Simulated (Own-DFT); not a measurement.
# What a defect does to the pressure of its cell: zincblende GaAs

The numbers are computed, not measured, by runs of the plane-wave DFT program Own-DFT (in-house, retired, unreviewed) at fixed positions, with no spin and no spin-orbit coupling.

All runs used: PBE; PseudoDojo norm-conserving scalar-relativistic files; cutoff 42 hartree; 3 x 3 x 3 k mesh centred on Gamma; Fermi-Dirac smearing of 0.1 eV.

Known weak points (not all hold for every row): not probed for a lower state with spin; forces not confirmed at this smearing and k mesh; stress not checked against mesh or cutoff.

All runs share one cell, with vectors in Å (11.737, 0.000, 0.000); (0.000, 11.737, 0.000); (0.000, 0.000, 10.833) and a volume of 1492.4 Å³, strained against the parent crystal. u is the rms random offset of the atoms per axis. The defect's site can differ from row to row.

```
                             cell     formula   u (Å)  P (GPa)
                        no defect    As32Ga32  0.0294     1.22
                        no defect    As32Ga32  0.0320     1.27
                        no defect    As32Ga32  0.0466     1.42
              one P on an As site   As31Ga32P  0.0274     0.97
              one P on an As site   As31Ga32P  0.0281        ?
              one P on an As site   As31Ga32P  0.0286     1.04
              one P on an As site   As31Ga32P  0.0312     1.05
one As vacancy and one Ga vacancy    As31Ga31  0.0293     0.96
one As vacancy and one Ga vacancy    As31Ga31  0.0523     1.36
one As vacancy and one Ga vacancy    As31Ga31  0.0524     1.29
              one Al on a Ga site  AlAs32Ga31  0.0317     1.25
              one Al on a Ga site  AlAs32Ga31  0.0324     1.25
              one Al on a Ga site  AlAs32Ga31  0.0495     1.52
              one In on a Ga site  As32Ga31In  0.0497     2.08
              one In on a Ga site  As32Ga31In  0.0507     2.14
              one In on a Ga site  As32Ga31In  0.0507     2.21
```

## What the rows give

P = P0 + c u² + a shift for each defect gives P0 = 1.05 GPa, c = 185 ± 17 GPa/Å² and a scatter of 0.04 GPa. The shifts, and each times the cell's volume:

- one In on a Ga site: 0.62 ± 0.04 GPa, 5.8 eV
- one Al on a Ga site: 0.01 ± 0.03 GPa, 0.1 eV (not resolved)
- one P on an As site: -0.19 ± 0.03 GPa, -1.7 eV
- one As vacancy and one Ga vacancy: -0.24 ± 0.03 GPa, -2.2 eV

Positive is outwards. The product with the volume (160.2 GPa Å³ to the eV) is nearly free of the cell's size; divided by the bulk modulus at the cell's pressure it gives the volume that the defect adds. The atoms around the defects weren't relaxed, which would change these numbers.

## Check

Question: what pressure belongs in the blank (one P on an As site, u = 0.0281 Å)?

From the fit: 1.01 ± 0.04 GPa. Computed: 1.03 GPa.
